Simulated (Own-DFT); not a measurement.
# Point defects and the pressure they add: zincblende GaAs

Source: density functional calculations with Own-DFT, an unreviewed in-house program that is no longer used. Nothing was measured or relaxed, and spin and spin-orbit coupling are left out.

Method: PBE; PseudoDojo norm-conserving scalar-relativistic files; cutoff 42 hartree; 3 x 3 x 3 k mesh centred on Gamma; Fermi-Dirac smearing of 0.1 eV.

Limits (not all hold for every row): not probed for a lower state with spin; forces on such cells failed a check on a denser k mesh; forces not confirmed at this smearing and k mesh; forces on such cells passed a denser k mesh, each cell not checked; stress not checked against mesh or cutoff.

All runs share one cell, with vectors in Å (11.307, 0.000, 0.000); (0.000, 11.307, 0.000); (0.000, 0.000, 11.307) and a volume of 1445.4 Å³. u is the rms random offset of the atoms per axis. The defect's site can differ from row to row.

```
                                        cell     formula   u (Å)  P (GPa)
                                   no defect    As32Ga32  0.0195     3.53
                                   no defect    As32Ga32  0.0196     3.52
                                   no defect    As32Ga32  0.0534     4.04
                            two As vacancies    As30Ga32  0.0281     3.21
                            two As vacancies    As30Ga32  0.0477     3.51
                            two As vacancies    As30Ga32  0.0553     3.97
                    two As on a Ga site each    As34Ga30  0.0287     4.79
                    two As on a Ga site each    As34Ga30  0.0295     4.77
                    two As on a Ga site each    As34Ga30  0.0301        ?
                    two As on a Ga site each    As34Ga30  0.0318     4.76
                         one In on a Ga site  As32Ga31In  0.0302     4.25
                         one In on a Ga site  As32Ga31In  0.0491     4.61
                         one In on a Ga site  As32Ga31In  0.0512     4.51
one As on a Ga site and one Ga on an As site    As32Ga32  0.0283     3.90
one As on a Ga site and one Ga on an As site    As32Ga32  0.0468     4.28
one As on a Ga site and one Ga on an As site    As32Ga32  0.0475     4.20
```

## Analysis

P = P0 + c u² + a shift for each defect gives P0 = 3.41 GPa, c = 237 ± 28 GPa/Å² and a scatter of 0.09 GPa. The shifts, and each times the cell's volume:

- two As on a Ga site each: 1.15 ± 0.07 GPa, 10.4 eV (5.2 eV for each of its 2 sites)
- one In on a Ga site: 0.58 ± 0.07 GPa, 5.2 eV
- one As on a Ga site and one Ga on an As site: 0.30 ± 0.07 GPa, 2.7 eV
- two As vacancies: -0.33 ± 0.07 GPa, -3.0 eV (-1.5 eV for each of its 2 sites)

Positive is outwards. The product with the volume (160.2 GPa Å³ to the eV) is nearly free of the cell's size; divided by the bulk modulus at the cell's pressure it gives the volume that the defect adds. The atoms around the defects weren't relaxed, which would change these numbers.

## The run left out

Q: what pressure belongs in the blank (two As on a Ga site each, u = 0.0301 Å)?

From the fit: 4.77 ± 0.10 GPa. Computed: 4.83 GPa.
